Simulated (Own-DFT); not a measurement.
# Strain and stress in 2H SiC, 32 atoms (C16Si16)

These are calculations, not measurements. The program, named Own-DFT, is a retired in-house plane-wave density functional code that no person has reviewed. Each row is one single-point run on a periodic cell that was not relaxed, without spin or spin-orbit coupling.

Settings of every run: PBE; PseudoDojo norm-conserving scalar-relativistic files; cutoff 42 hartree; 5 x 5 x 3 k mesh centred on Gamma; Fermi-Dirac smearing of 0.1 eV.

Known limits: forces on such cells passed a denser k mesh, each cell not checked; stress not checked against mesh or cutoff.

Unstrained cell vectors in Å: (6.165, 0.000, 0.000); (-3.083, 5.339, 0.000); (0.000, 0.000, 10.068). The unstrained cell has measured lattice constants (interpolated for alloys), not those of this functional. That, the random moves and any unrelaxed bonds set the pressure at no strain. Each run strains this cell uniformly, with the atoms carried along. Every atom was also moved at random, by a Gaussian of width 0.05 Å on each axis. Strain is the symmetric tensor, in per cent. Stress is positive in tension, and the pressure is minus a third of its trace.

| run | e_xx (%) | e_yy (%) | e_zz (%) | e_yz (%) | e_xz (%) | e_xy (%) | s_xx (GPa) | s_yy (GPa) | s_zz (GPa) | s_yz (GPa) | s_xz (GPa) | s_xy (GPa) | P (GPa) | E (meV/atom) |
|---|---|---|---|---|---|---|---|---|---|---|---|---|---|---|
| 1 | 0.03 | -0.54 | -1.06 | -0.94 | 1.22 | 0.25 | -3.88 | -8.65 | -13.96 | -4.37 | 3.33 | 0.53 | 8.83 | 18.5 |
| 2 | -0.64 | 0.68 | -0.73 | -0.03 | 0.31 | -0.67 | -11.67 | -1.76 | -10.33 | 0.59 | 0.35 | 0.67 | 7.92 | 54.1 |
| 3 | 1.63 | 1.41 | 1.92 | 1.47 | 0.60 | -0.24 | 7.81 | 4.93 | 0.56 | 5.58 | 1.67 | 0.42 | -4.43 | 33.1 |
| 4 | -0.93 | -0.72 | 2.00 | 0.97 | -0.48 | -0.80 | -10.73 | -6.97 | 2.66 | 2.05 | -2.79 | -3.25 | 5.01 | 29.2 |
| 5 | -1.81 | -0.44 | 1.48 | 1.27 | -1.00 | 0.71 | -15.84 | -7.36 | 0.39 | 3.36 | -1.25 | 3.12 | 7.60 | 42.0 |
| 6 | 0.97 | -1.65 | -1.08 | -0.95 | 0.02 | 0.23 | -1.93 | -12.46 | -13.24 | -2.23 | 1.25 | 0.07 | 9.21 | 45.7 |
| 7 | -1.46 | 1.55 | -0.76 | 0.33 | 1.91 | 1.36 | -14.30 | 1.78 | -8.90 | 1.07 | 6.76 | 7.95 | 7.14 | 43.6 |
| 8 | -0.50 | -0.48 | 1.92 | 0.47 | 0.74 | -0.85 | -3.72 | -7.63 | 3.30 | 1.72 | 2.40 | -2.30 | 2.69 | 0.0 |
| 9 | 1.55 | -0.24 | 1.85 | 0.59 | -1.33 | 1.07 | 3.81 | -4.58 | 4.90 | 1.24 | -3.63 | 4.33 | -1.38 | 16.6 |
| 10 | 1.82 | 1.37 | 0.44 | -0.10 | 0.89 | 0.07 | 7.05 | 6.33 | -6.38 | 0.02 | 2.85 | 0.28 | -2.33 | 16.5 |
| 11 | -0.19 | 1.92 | -1.97 | 0.73 | -1.11 | 0.35 | -4.77 | 6.98 | -22.79 | 2.68 | -4.53 | 2.18 | 6.86 | 39.2 |
| 12 | -1.90 | 1.78 | 1.13 | -1.54 | 1.21 | -0.77 | -12.84 | 2.12 | 0.44 | -5.03 | 4.36 | -3.25 | 3.43 | 33.7 |
| 13 | 0.62 | 1.64 | -0.60 | -1.91 | 1.93 | -1.83 | -0.51 | 5.75 | -12.86 | -6.99 | 5.69 | -5.52 | 2.54 | 57.2 |
| 14 | -0.67 | 0.02 | -1.80 | -0.15 | -0.69 | -1.98 | -6.60 | -6.43 | -19.80 | -1.71 | -1.67 | -8.74 | 10.94 | 19.2 |
| 15 | 0.80 | 1.11 | -1.00 | -0.66 | -1.00 | -0.12 | 2.44 | 0.47 | -14.49 | -0.95 | -3.80 | -1.06 | 3.86 | 34.8 |
| 16 | 0.97 | 1.65 | 0.35 | -0.29 | 0.12 | 0.85 | 3.28 | 3.63 | -3.56 | -1.40 | 0.59 | 3.41 | -1.11 | 28.7 |
| 17 | -0.78 | -0.93 | -1.87 | 1.45 | -1.35 | 0.16 | -10.90 | -10.16 | -17.71 | 4.64 | -5.00 | 0.88 | 12.92 | 3.9 |
| 18 | -1.59 | 1.81 | 1.86 | -1.50 | 1.70 | -1.25 | ? | ? | ? | ? | ? | ? | ? | ? |

E is the free energy for each atom above the lowest run shown.

## Worked fit

Each stress component was fitted by least squares to a constant and the strains of the runs shown, as fractions, with shears doubled. Shear strains stay in the fit of a normal stress only where such slopes are resolved. The slopes, in GPa:

| stress | at no strain | per e_xx | per e_yy | per e_zz | scatter |
|---|---|---|---|---|---|
| s_xx | -4.5 | 595 ± 41 | 82 ± 42 | 46 ± 33 | 1.93 |
| s_yy | -4.5 | 95 ± 27 | 528 ± 28 | 24 ± 22 | 1.29 |
| s_zz | -7.8 | -37 ± 42 | -16 ± 44 | 590 ± 34 | 1.99 |

Each shear stress against twice its own strain: yz 168 ± 15, xz 157 ± 13, xy 195 ± 16 GPa. These are stiffnesses along x, y and z of the frame in which the cell vectors are given, which need not be the crystal's axes. The atoms are held to the strained lattice; where symmetry lets them move under strain, relaxing them would lower some slopes. The table should be nearly symmetric about its diagonal, and what it lacks of that shows the noise. A ninth of its sum, 212 ± 5 GPa, estimates the bulk modulus near the mean pressure of these runs, 4.7 GPa, so it lies above the value at zero pressure.

## Withheld run

Question: what normal stresses and pressure should run 18 give?

The fit gives s_xx = -11.7, s_yy = 4.0, s_zz = 3.5 and P = 1.4 GPa. The calculation gave -12.41, 2.92, 3.95 and P = 1.85 GPa.
